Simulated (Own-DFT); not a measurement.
# Around an empty site: diamond silicon, 63 atoms (Si63), with one Si vacancy

These are calculations, not measurements. They come from Own-DFT, an in-house plane-wave density functional program, since retired, whose code no person has reviewed. Each row is one single-point run on a periodic cell that was not relaxed, without spin or spin-orbit coupling.

Settings of every run: PBE; PseudoDojo norm-conserving scalar-relativistic files; cutoff 20 hartree; 3 x 3 x 3 k mesh centred on Gamma; Fermi-Dirac smearing of 0.1 eV.

Known limits: not probed for a lower state with spin; forces not confirmed at this smearing and k mesh; stress not checked against mesh or cutoff.

Cell vectors in Å: (10.862, 0.000, 0.000); (0.000, 10.862, 0.000); (0.000, 0.000, 10.862). Every atom was also moved at random, by a Gaussian of width 0.03 Å on each axis. The defect's site can differ from row to row. The empty site has 4 nearest neighbours, all Si. For each, d is its distance from the empty site and R the part of its force along the line away from it, positive outwards. The last column is the rms force component on atoms over 4.5 Å away.

| run | d1 (Å) | d2 (Å) | d3 (Å) | d4 (Å) | R1 (eV/Å) | R2 (eV/Å) | R3 (eV/Å) | R4 (eV/Å) | far F (eV/Å) |
|---|---|---|---|---|---|---|---|---|---|
| 1 | 2.289 | 2.336 | 2.381 | 2.394 | -0.03 | -0.22 | -0.38 | -0.54 | 0.48 |
| 2 | 2.289 | 2.357 | 2.360 | 2.367 | -0.01 | -0.33 | -0.66 | -0.24 | 0.48 |
| 3 | 2.321 | 2.341 | 2.345 | 2.365 | 0.02 | -0.26 | -0.40 | -0.33 | 0.48 |
| 4 | 2.312 | 2.363 | 2.366 | 2.378 | 0.04 | -0.39 | -0.74 | -0.45 | 0.49 |
| 5 | 2.304 | 2.346 | 2.347 | 2.393 | -0.16 | -0.43 | -0.35 | -0.42 | 0.51 |
| 6 | 2.349 | 2.379 | 2.380 | 2.392 | -0.35 | -0.35 | -0.51 | -0.45 | 0.42 |
| 7 | 2.323 | 2.339 | 2.341 | 2.370 | -0.08 | -0.21 | 0.00 | -0.53 | 0.48 |
| 8 | 2.343 | 2.353 | 2.367 | 2.386 | -0.39 | -0.29 | -0.29 | -0.61 | 0.48 |
| 9 | 2.310 | 2.354 | 2.358 | 2.361 | -0.27 | -0.62 | -0.36 | -0.51 | 0.45 |
| 10 | 2.291 | 2.309 | 2.356 | 2.372 | ? | ? | ? | ? | ? |

## Worked fit

A straight line through the 36 neighbours shown gives R = -0.34 - 5.1 (d - 2.352) eV/Å, with a scatter of 0.14 left by the moves of the other atoms. The slope, with an error of 0.8, is the pull back towards the neighbour's own site. The constant, -0.34 ± 0.02 eV/Å, is the force at the mean distance: with one bond gone, the neighbours are pushed inwards, towards the empty site. It shows how a relaxation would start, not where it would end, and it depends somewhat on the width of the random moves.

## Withheld run

Question: what mean R should the neighbours of run 10 feel? Their mean d is 2.332 Å.

The line gives -0.24 ± 0.06 eV/Å, by the scatter of the means of the runs shown. The calculation gave R = -0.16, -0.01, -0.19, -0.57, a mean of -0.23 eV/Å.
